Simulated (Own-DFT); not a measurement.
## Calculated data, SiC (4H silicon carbide, atoms displaced)

A calculation, not a measurement: plane-wave PBE density functional theory by an unreviewed code, no spin, of a simulated periodic cell, stress positive in tension, free energy of the whole cell less one offset for each atom, forces on such cells passed a denser k mesh, this cell's mesh not checked; offsets are fitted by least squares, one for each functional and potential file, so energies compare only between cells with the same atoms and settings and are not formation energies; the far tail of each file's local potential was reset to the Coulomb form; each entry is a single point on an unrelaxed cell, so the pressure reflects the starting lattice, mostly measured values (interpolated for alloys), from which strain is counted, and rises with the displacements; printed positions are rounded, which can move forces by about a meV/angstrom; the program, named Own-DFT, is a retired in-house code; no spin-orbit coupling. Program: Own-DFT development build.

Settings shared by all entries: functional PBE; potential files PseudoDojo norm-conserving, scalar-relativistic, standard set; wave cutoff 42 hartree; occupations Fermi-Dirac; smearing width 0.1 eV; hardware one NVIDIA H100; k mesh 4 x 4 x 3 centred on Gamma.

(1) SiC (4H silicon carbide, atoms displaced)

```xyz
72
Lattice="9.2481 0.0000 0.0000 -4.6241 8.0091 0.0000 0.0000 0.0000 10.0681" Properties=species:S:1:pos:R:3 SiC
Si    -0.0119     0.0261     4.1195
Si    -0.0200     1.7700     1.5588
C      0.0062     0.0254     0.9193
C     -0.0011     1.7927     3.5267
Si    -1.5154     2.6543     4.1343
Si    -1.5335     4.4114     1.5271
C     -1.4983     2.7018     0.9548
C     -1.5544     4.3802     3.4618
Si     6.1404     5.3528     4.0788
Si    -3.0480     7.0932     1.5964
C      6.1765     5.3042     0.9483
C     -3.1034     7.1064     3.4336
Si     3.0741     0.0024     4.1157
Si     3.0423     1.8032     1.5972
C      3.0585     0.0186     0.9007
C      3.0734     1.8236     3.4710
Si     1.5499     2.6636     4.0750
Si     1.5181     4.5082     1.6312
C      1.5166     2.6965     0.8925
C      1.5104     4.4769     3.4813
Si    -0.0019     5.3526     4.0564
Si    -0.0142     7.1392     1.5412
C      0.0274     5.3832     0.9158
C     -0.0006     7.1178     3.4333
Si     1.5717     8.0083     4.1200
Si     6.1656     1.7931     1.5468
C      6.1110     0.0195     0.9042
C      6.1218     1.7911     3.4412
Si     4.6302     2.6546     4.1216
Si     4.6319     4.4480     1.6062
C      4.6574     2.6890     0.9047
C      4.5785     4.3693     3.4035
Si     3.0478     5.3829     4.0619
Si     3.0942     7.1590     1.5642
C      3.1053     5.2890     1.0004
C      3.0858     7.1384     3.4379
Si     4.6239     7.9586     9.1280
Si     4.5928     6.2069     6.5785
C      4.6136     7.9950     6.0004
C      4.6358     6.2299     8.4747
Si     6.1304     5.3628     9.1355
Si     6.1583     3.5573     6.6428
C     -3.0227     5.2967     5.9970
C      6.1711     3.5637     8.5397
Si     7.7060     2.6201     9.1313
Si     7.6740     0.9016     6.6583
C      7.6718     2.6668     6.0001
C      7.7466     0.8941     8.5322
Si     1.5671     7.9858     9.1904
Si     1.5129     6.2148     6.5812
C      6.1104     0.0285     5.9790
C      1.5477     6.1855     8.4870
Si     3.1095     5.3266     9.1303
Si     3.0479     3.4848     6.5994
C      3.0555     5.3145     6.0018
C      3.0414     3.5612     8.4927
Si     4.6411     2.6985     9.2001
Si     4.6885     0.8596     6.6521
C      4.5844     2.6779     5.9546
C      4.6445     0.8525     8.4729
Si     3.0600     0.0079     9.2011
Si    -1.5736     6.1974     6.5806
C     -1.5201     7.9729     6.0217
C     -1.5381     6.2722     8.5252
Si     0.0185     5.3313     9.1182
Si     0.0109     3.5616     6.6153
C     -0.0499     5.3740     5.9478
C      0.0422     3.5324     8.4890
Si     1.5351     2.6287     9.1425
Si     1.5427     0.9213     6.6552
C      1.5983     2.6195     5.9853
C      1.5316     0.8951     8.5354
```

| Quantity | Value |
| --- | --- |
| free energy of cell above offsets | -10.478 eV |
| pressure | 3.82 GPa |
| stress xx | -2.43 GPa |
| stress yy | -2.88 GPa |
| stress zz | -6.16 GPa |
| stress yz | -0.15 GPa |
| stress xz | 0.22 GPa |
| stress xy | 0.5 GPa |
| wall time | 352.3 s |

Force:
```tsv
element	x (eV/Å)	y (eV/Å)	z (eV/Å)
Si	0.314	-0.492	-0.218
Si	0.881	0.58	0.604
C	0.091	-0.946	0.689
C	0.234	-0.413	-1.248
Si	-1.384	0.088	-0.562
Si	0.411	1.358	1.172
C	-0.886	-1.569	-0.707
C	0.173	1.455	-0.328
Si	0.252	-1.491	-0.095
Si	-0.761	0.198	-1.054
C	-0.278	0.741	0.08
C	0.188	0.556	1.22
Si	0.198	0.05	-0.049
Si	0.632	0.208	-0.867
C	0.238	0.096	2.593
C	0.063	-1.169	-0.086
Si	-0.137	0.512	0.693
Si	0.314	-1.032	-1.425
C	0.051	0.019	2.198
C	0.37	-0.505	0.227
Si	-1.21	-0.24	0.328
Si	-0.295	0.005	0.391
C	-0.66	-0.599	0.57
C	0.002	0.438	0.335
Si	-1.128	0.55	-1.058
Si	0.053	0.21	0.485
C	1.352	-0.087	1.736
C	1.281	-0.648	0.5
Si	-0.317	0.154	-0.745
Si	0.24	-0.436	-1.134
C	-0.902	-0.324	2.111
C	0.379	1.802	2.277
Si	0.787	-1.232	0.513
Si	-0.376	-0.837	-0.36
C	-0.38	1.611	-0.923
C	0.101	0.337	0.645
Si	0.423	1.07	-0.294
Si	0.789	-0.131	0.328
C	-0.132	0.391	0.03
C	-0.561	-0.35	0.292
Si	1.436	-0.372	-0.198
Si	-0.531	-0.351	-0.169
C	-2.3	0.445	-0.861
C	0.032	-0.018	-0.305
Si	0.617	1.56	-0.056
Si	0.409	-0.432	-0.661
C	0.752	-0.182	0.313
C	-0.865	-1.012	-0.056
Si	-0.622	-0.077	-2.669
Si	0.009	0.3	0.616
C	2.203	-1.154	-0.064
C	0.455	0.932	0.291
Si	-0.767	-0.317	0.09
Si	1.077	1.52	0.731
C	0.006	-0.018	-1.131
C	1.095	-0.597	0.388
Si	-0.719	-0.865	-2.895
Si	-2.489	1.003	-0.608
C	1.122	-0.578	1.129
C	0.036	0.82	2.012
Si	0.724	0.134	-3.04
Si	0.803	1.152	1.484
C	-0.537	0.832	-0.637
C	-0.322	-1.123	-0.268
Si	-0.443	-0.041	-0.393
Si	-0.032	-0.044	-0.354
C	1.026	-1.112	0.112
C	-1.137	0.26	0.299
Si	0.206	1.041	-0.694
Si	0.387	-1.745	-0.294
C	-2.045	0.784	-0.823
C	0.004	-0.665	-0.155
```

(2) SiC (4H silicon carbide, atoms displaced)

```xyz
72
Lattice="9.2481 0.0000 0.0000 -4.6241 8.0091 0.0000 0.0000 0.0000 10.0681" Properties=species:S:1:pos:R:3 SiC
Si     4.6151     7.9837     4.0867
Si     0.0045     1.7621     1.5805
C      4.6210     7.9928     0.9125
C      0.0530     1.7516     3.4426
Si    -1.4983     2.6562     4.0475
Si    -1.5200     4.4373     1.6058
C      7.6943     2.6774     0.8812
C     -1.4932     4.4366     3.4329
Si    -3.0846     5.3834     4.0993
Si    -3.0778     7.0735     1.5969
C      6.1241     5.3468     0.9480
C     -3.0959     7.1290     3.4439
Si     3.0949     0.0541     4.0940
Si     3.0962     1.7742     1.5355
C      3.1162     0.0363     0.9386
C      3.0851     1.7590     3.4691
Si     1.5687     2.6327     4.1431
Si     1.4698     4.5264     1.5483
C      1.5590     2.7183     0.8810
C      1.5948     4.4480     3.4757
Si     0.0242     5.3552     4.1144
Si    -0.0027     7.1369     1.5494
C     -0.0041     5.2844     0.9550
C     -0.0147     7.0904     3.4405
Si     6.1777     0.0334     4.1334
Si     6.1440     1.7821     1.5509
C      6.1493     0.0067     0.9462
C      6.1559     1.7252     3.4594
Si     4.6789     2.6669     4.1177
Si     4.5998     4.4171     1.5739
C      4.5682     2.6088     0.9349
C      4.5418     4.4486     3.4402
Si     3.0883     5.3731     4.1001
Si     3.1419     7.1276     1.5943
C      3.0686     5.3177     0.9443
C      3.1068     7.1092     3.4604
Si     9.2302     0.0215     9.1059
Si     4.6418     6.2399     6.6048
C      0.0235     0.0247     5.9931
C      4.6093     6.2204     8.4825
Si     6.0904     5.3015     9.1302
Si     6.2034     3.5492     6.6068
C      6.1391     5.3496     6.0041
C      6.1803     3.5241     8.4634
Si    -1.5258     2.6513     9.1855
Si     7.6955     0.8317     6.6349
C      7.6999     2.6712     5.9577
C      7.6928     0.8470     8.4661
Si     6.2441     0.0007     9.0975
Si     1.5794     6.2340     6.6047
C      6.1568     0.0399     5.9372
C      1.5404     6.2549     8.5201
Si     3.1295     5.3850     9.1205
Si     3.1169     3.5795     6.5668
C      3.1196     5.3161     5.9658
C      3.0894     3.5572     8.5099
Si     4.6628     2.6848     9.1505
Si     4.6443     0.8337     6.6253
C      4.6354     2.6750     5.9904
C      4.6974     0.9081     8.5646
Si    -1.5201     8.0068     9.1038
Si    -1.5345     6.2530     6.6164
C      3.0465     0.0042     5.9947
C     -1.5233     6.2522     8.4829
Si    -0.0331     5.3379     9.1630
Si    -0.0352     3.5107     6.5907
C     -0.0310     5.3708     5.9824
C     -0.0234     3.5613     8.4924
Si     1.5265     2.6688     9.1790
Si     1.5726     0.9034     6.6223
C      1.5401     2.6655     5.9096
C      1.5141     0.8703     8.5019
```

| Quantity | Value |
| --- | --- |
| free energy of cell above offsets | -10.381 eV |
| pressure | 3.88 GPa |
| stress xx | -2.87 GPa |
| stress yy | -2.55 GPa |
| stress zz | -6.23 GPa |
| stress yz | 0.31 GPa |
| stress xz | 0.55 GPa |
| stress xy | 0.2 GPa |
| wall time | 356.8 s |

Force:
```tsv
element	x (eV/Å)	y (eV/Å)	z (eV/Å)
Si	0.407	0.505	0.254
Si	0.548	0.398	-0.907
C	0.61	0.422	0.414
C	-0.698	0.173	0.409
Si	-0.494	-0.218	0.418
Si	-0.965	0.089	-1.16
C	0.028	-0.387	2.826
C	-0.884	0.191	1.204
Si	-0.207	-1.268	-0.369
Si	0.163	1.389	-1.037
C	0.729	-1.098	0.009
C	0.523	0.06	0.846
Si	-0.116	-1.534	-0.232
Si	-1.424	0.182	1.11
C	-1.116	-1.38	-0.263
C	0.604	0.938	-0.335
Si	0.106	0.909	-2.669
Si	2.692	-2.012	1.18
C	-0.678	-0.651	2.65
C	-1.271	-0.022	-0.061
Si	0.249	-0.529	-0.522
Si	0.18	-0.378	0.375
C	-1.475	2.078	-0.553
C	0.429	0.991	0.703
Si	-0.35	-1.549	-2.027
Si	0.039	-0.494	0.232
C	1.283	-0.342	-0.256
C	0.856	1.665	-0.375
Si	-1.244	0.169	-0.543
Si	-0.466	0.024	0.001
C	1.872	1.657	0.18
C	2.215	-0.194	0.731
Si	-0.304	-0.788	-0.394
Si	-1.565	-0.496	-0.665
C	0.219	0.942	-0.155
C	-0.546	0.7	0.619
Si	0.485	-0.943	0.081
Si	-0.344	0.028	0.007
C	-0.375	-0.541	-0.335
C	0.559	0.78	0.036
Si	1.712	0.576	-0.45
Si	-0.833	0.182	-0.345
C	1.039	-0.182	-0.535
C	0.262	0.505	1.253
Si	-0.247	0.229	-2.935
Si	0.48	1.477	-1.249
C	0.119	-0.974	-0.213
C	1.078	1.266	0.728
Si	-1.932	-0.49	1.418
Si	-0.799	-0.35	0.145
C	0.539	-1.321	1.347
C	0.182	-0.704	-0.416
Si	-1.649	-1.353	0.247
Si	-0.618	-0.863	1.167
C	-0.407	1.242	0.124
C	0.052	0.187	-0.41
Si	-0.975	-0.312	-0.98
Si	-0.727	1.622	0.546
C	0.449	-0.676	-0.101
C	-0.87	-0.53	-1.37
Si	0.039	0.416	0.473
Si	-0.505	-0.464	-0.081
C	1.132	0.015	-0.325
C	-0.894	-0.659	0.826
Si	0.624	0.015	-1.22
Si	0.799	1.196	0.223
C	0.896	-0.699	0.175
C	0.315	-0.34	0.229
Si	0.364	0.303	-2.502
Si	-0.83	0.376	0.004
C	0.162	0.156	2.688
C	0.771	0.685	0.111
```

(3) SiC (4H silicon carbide, atoms displaced)

```xyz
72
Lattice="9.2481 0.0000 0.0000 -4.6241 8.0091 0.0000 0.0000 0.0000 10.0681" Properties=species:S:1:pos:R:3 SiC
Si     4.6195     7.9677     4.1401
Si    -0.0171     1.8102     1.5832
C      4.6089     7.9262     0.8777
C     -0.0514     1.7817     3.4333
Si    -1.5424     2.7171     4.0318
Si    -1.4791     4.4409     1.5685
C     -1.5523     2.7130     0.8811
C     -1.5278     4.4448     3.4500
Si     6.1293     5.3570     4.0438
Si    -3.0408     7.1143     1.5946
C      6.1366     5.3675     0.9020
C     -3.0972     7.1238     3.4898
Si     3.0576     0.0330     4.0632
Si     3.0806     1.7499     1.5677
C     -1.4732     7.9920     0.9677
C      3.0888     1.7816     3.4130
Si     1.5292     2.6796     4.0674
Si     1.5563     4.4160     1.5562
C      1.5204     2.6926     0.9229
C      1.5398     4.5027     3.4759
Si     0.0109     5.3508     4.0856
Si     0.0054     7.1121     1.6011
C      0.0143     5.3672     0.9390
C      0.0091     7.1010     3.4334
Si     1.5554     7.9775     4.1321
Si     6.1415     1.7705     1.5461
C      1.5643     8.0067     0.9045
C      6.1903     1.7804     3.4184
Si     4.6170     2.7223     4.1121
Si     4.5898     4.4369     1.5769
C      4.6943     2.6988     0.9030
C      4.6229     4.4794     3.4936
Si     3.0373     5.3582     4.1474
Si     3.0757     7.0717     1.5803
C      3.0149     5.3345     0.9425
C      3.0508     7.1418     3.4627
Si     4.6228     8.0042     9.1227
Si     4.6296     6.1995     6.5768
C      0.0135     0.0485     5.9606
C      4.6085     6.2425     8.4970
Si     6.1528     5.3098     9.1295
Si     6.1598     3.5435     6.5972
C     -3.0811     5.3837     5.9420
C      6.1409     3.5394     8.5288
Si    -1.5023     2.6361     9.0962
Si     7.6633     0.9094     6.6335
C      7.6823     2.6445     5.9897
C      7.6953     0.9073     8.5135
Si     1.5242     7.9904     9.1479
Si     1.5139     6.2536     6.6267
C      6.1528     0.0160     5.9866
C      1.5243     6.2403     8.5591
Si     3.0709     5.3465     9.1153
Si     3.0084     3.5809     6.5805
C      3.1098     5.3729     5.9928
C      3.0576     3.5887     8.4788
Si     4.6433     2.6577     9.0953
Si     4.5896     0.8696     6.6250
C      4.6031     2.6663     5.9415
C      4.6498     0.8901     8.4880
Si     3.1301     0.0025     9.1365
Si    -1.5656     6.2684     6.6180
C     -1.4972     7.9826     5.9953
C     -1.5669     6.2430     8.4799
Si    -0.0172     5.3621     9.1081
Si     0.0341     3.5649     6.6061
C      0.0207     5.3595     5.9551
C     -0.0047     3.6097     8.4700
Si     1.5271     2.6818     9.1048
Si     1.5235     0.9134     6.5933
C      1.4789     2.7153     6.0034
C      1.5577     0.8803     8.5220
```

| Property | Result |
| --- | --- |
| free energy of cell above offsets | -10.934 eV |
| pressure | 3.68 GPa |
| stress xx | -2.5 GPa |
| stress yy | -3.42 GPa |
| stress zz | -5.11 GPa |
| stress yz | -0.5 GPa |
| stress xz | -0.03 GPa |
| stress xy | -0.5 GPa |
| wall time | 372.4 s |

Force:
```tsv
element	x (eV/Å)	y (eV/Å)	z (eV/Å)
Si	-0.624	1.299	-1.48
Si	-0.396	-1.181	-1.236
C	0.576	1.444	2.032
C	1.245	-0.24	0.828
Si	-0.487	-1.312	1.198
Si	-1.45	0.596	-0.673
C	0.439	-0.951	0.976
C	-0.287	1.015	0.024
Si	1.303	-0.329	0.791
Si	-1.019	0.041	-0.961
C	0.776	-0.69	1.566
C	0.196	0.29	-0.573
Si	1.005	-0.822	0.596
Si	0.527	1.049	-0.987
C	-1.151	0.326	-0.436
C	-0.326	0.63	1.291
Si	-0.431	0.07	-0.066
Si	-0.838	1.027	0.463
C	0.505	-1.089	0.234
C	0.078	-1.338	-0.336
Si	-0.562	0.068	-0.031
Si	1.164	0.027	-0.771
C	0.021	-0.631	-0.1
C	-0.355	0.697	1.242
Si	-0.736	1.307	-1.136
Si	1.233	0.113	-0.015
C	-0.507	-0.124	1.268
C	-0.9	0.07	0.965
Si	0.617	-1.248	-1.249
Si	0.527	0.729	-0.322
C	-2.062	-0.654	0.432
C	-1.038	-0.124	-0.625
Si	0.867	0.315	-1.132
Si	-0.013	0.96	-0.373
C	1.354	-0.559	-0.111
C	0.859	-0.879	0.507
Si	0.044	-0.096	-0.554
Si	0.401	1.341	0.989
C	-0.791	-0.925	0.998
C	0.152	-0.529	-0.546
Si	-0.229	0.679	-0.452
Si	-0.152	0.69	0.206
C	0.142	-1.059	0.159
C	0.988	0.212	-1.209
Si	-0.799	1.364	0.106
Si	0.823	-0.313	-0.381
C	0.579	0.989	-0.727
C	0.168	-1.003	-0.319
Si	0.658	0.607	-0.494
Si	0.583	-0.082	0.287
C	-0.096	-0.279	0.384
C	0.076	-0.096	-1.4
Si	0.153	0.078	0.204
Si	1.514	-0.013	0.521
C	-1.417	-0.378	0.041
C	0.405	-0.687	0.086
Si	-0.844	0.494	0.211
Si	0.876	0.829	-0.568
C	-0.553	0.031	1.185
C	-0.405	-0.109	0.298
Si	-0.847	-0.094	-0.085
Si	0.489	-1.244	-0.463
C	-1.523	1.309	-0.999
C	0.252	-0.171	0.543
Si	-0.196	-0.081	0.473
Si	-2.365	0.86	-0.035
C	-0.652	-0.179	0.541
C	0.144	-0.814	0.371
Si	0.095	0.051	0.006
Si	0.73	-0.327	0.676
C	1.563	-1.335	-1.466
C	-0.079	0.38	-0.384
```

(4) SiC (4H silicon carbide, atoms displaced)

```xyz
72
Lattice="9.2481 0.0000 0.0000 -4.6241 8.0091 0.0000 0.0000 0.0000 10.0681" Properties=species:S:1:pos:R:3 SiC
Si     0.0286     0.0356     4.0981
Si    -0.0272     1.8168     1.5501
C      4.6138     7.9877     0.9493
C      0.0049     1.7898     3.4521
Si     7.6928     2.6601     4.0999
Si    -1.5337     4.4367     1.5909
C     -1.4678     2.6303     0.9182
C     -1.5200     4.4849     3.4874
Si    -3.0243     5.3211     4.0652
Si    -3.0971     7.0872     1.5643
C      6.1120     5.3313     0.9246
C     -3.0848     7.1112     3.4529
Si    -1.5263     7.9509     4.0797
Si     3.0727     1.7813     1.5673
C     -1.5644     7.9625     0.9413
C      3.1187     1.8197     3.4224
Si     1.5817     2.6729     4.1114
Si     1.5870     4.4609     1.5926
C      1.5057     2.6478     0.9986
C      1.5101     4.4433     3.5035
Si     0.0012     5.3888     4.0532
Si    -0.0015     7.1357     1.5740
C      0.0099     5.3134     0.9002
C     -0.0063     7.0874     3.4475
Si     6.1860     0.0320     4.0671
Si     6.2514     1.7645     1.5775
C      6.1818     0.0194     0.9633
C      6.1881     1.7571     3.4373
Si     4.6042     2.6872     4.1072
Si     4.6142     4.4543     1.5713
C      4.6035     2.6820     0.9964
C      4.5912     4.4559     3.4594
Si     3.1000     5.3638     4.1001
Si     3.0594     7.1238     1.6005
C      3.1251     5.3685     0.9140
C      3.0970     7.1088     3.4672
Si     0.0142     0.0003     9.0905
Si     4.6383     6.2761     6.5754
C      4.6358     7.9818     5.9837
C      4.6343     6.2581     8.5079
Si     6.1272     5.2996     9.1406
Si     6.1810     3.5797     6.6155
C     -3.0772     5.3503     6.0144
C      6.1891     3.5826     8.4793
Si     7.7038     2.6646     9.1192
Si     7.7066     0.9029     6.6048
C      7.7099     2.6394     5.9737
C      7.6874     0.8682     8.4871
Si     6.1636     0.0200     9.1287
Si     1.5070     6.2173     6.6402
C      1.5772     7.9442     5.9792
C      1.5528     6.1692     8.4751
Si     3.1136     5.3951     9.1052
Si     3.1223     3.6076     6.5666
C      3.0464     5.3237     5.9741
C      3.0473     3.5401     8.4698
Si     4.5963     2.6882     9.1441
Si     4.5725     0.8995     6.6220
C      4.6461     2.6575     5.9462
C      4.6396     0.8679     8.5203
Si     3.1058     0.0018     9.1176
Si    -1.5576     6.2420     6.5601
C     -1.5303     7.9929     5.9813
C     -1.5523     6.1767     8.5781
Si     0.0574     5.4016     9.1162
Si    -0.0328     3.6479     6.6370
C     -0.0135     5.3484     5.9921
C      0.0136     3.5522     8.4522
Si     1.5860     2.6865     9.1331
Si     1.5122     0.8964     6.6049
C      1.4920     2.7053     5.9858
C      1.5432     0.9184     8.4580
```

| Item | Value |
| --- | --- |
| free energy of cell above offsets | -10.706 eV |
| pressure | 3.7 GPa |
| stress xx | -3.13 GPa |
| stress yy | -3.41 GPa |
| stress zz | -4.56 GPa |
| stress yz | 0.92 GPa |
| stress xz | 0.15 GPa |
| stress xy | -0.14 GPa |
| wall time | 367.4 s |

Force:
```tsv
element	x (eV/Å)	y (eV/Å)	z (eV/Å)
Si	-0.458	-0.562	-0.519
Si	1.527	-2.124	1.013
C	-0.006	0.697	-0.342
C	0.008	0.25	0.276
Si	0.799	0.136	-0.08
Si	-0.039	0.349	-0.945
C	-2.147	1.518	0.04
C	0.018	-1.194	-0.627
Si	-1.947	0.58	0.737
Si	-0.264	0.514	-0.121
C	1.115	-0.695	0.808
C	0.251	-0.123	0.309
Si	-0.281	1.578	-0.206
Si	-0.154	-0.605	0.009
C	0.394	1.061	0.049
C	-0.563	-1.356	1.29
Si	-0.894	-0.018	-0.257
Si	-0.704	-0.159	-0.222
C	1.234	0.837	-1.332
C	1.008	0.628	-0.685
Si	0.552	-1.415	1.276
Si	-0.105	-0.715	-0.58
C	0.415	0.634	1.281
C	0.621	1.4	-0.027
Si	-0.17	-1.338	0.744
Si	-1.506	0.65	-0.318
C	-0.462	-0.483	-0.487
C	-0.377	1.06	0.603
Si	0.738	-0.268	-1.185
Si	-0.126	-0.057	0.316
C	0.992	-0.453	-1.142
C	1.155	0.069	0.345
Si	-0.87	-0.469	-0.021
Si	1.008	-0.092	-0.559
C	-0.948	-0.325	0.451
C	-0.016	0.645	0.246
Si	-0.037	0.52	0.978
Si	-0.66	-1.59	0.831
C	-0.269	1.33	-0.466
C	0.141	-0.463	-0.952
Si	0.825	1.015	-0.32
Si	-0.039	-0.631	-0.411
C	-0.228	-0.196	-1.346
C	-0.94	-1.048	0.69
Si	0.758	0.217	-0.714
Si	-0.151	-0.835	-0.02
C	-0.185	1.159	0.144
C	0.407	0.485	0.192
Si	0.347	-0.977	-0.056
Si	0.616	-0.174	-1.052
C	-0.997	1.542	-0.155
C	0.524	2.053	0.702
Si	-0.315	-1.343	0.056
Si	-1.177	-1.516	0.517
C	0.961	1.237	0.096
C	1.682	1.211	0.295
Si	0.49	-0.169	-0.098
Si	1.631	-0.514	-0.312
C	-0.198	0.416	0.951
C	-0.378	0.83	-0.256
Si	-1.046	-0.78	0.122
Si	0.426	-0.4	2.069
C	-0.753	0.631	-0.438
C	0.151	1.216	-1.631
Si	-1.672	-2.174	0.107
Si	0.429	-2	-0.962
C	-0.323	0.853	-0.964
C	-0.123	0.446	1.787
Si	-1.688	-0.341	-0.056
Si	0.616	0.652	-0.386
C	0.996	-0.303	-0.112
C	0.376	-0.521	1.033
```
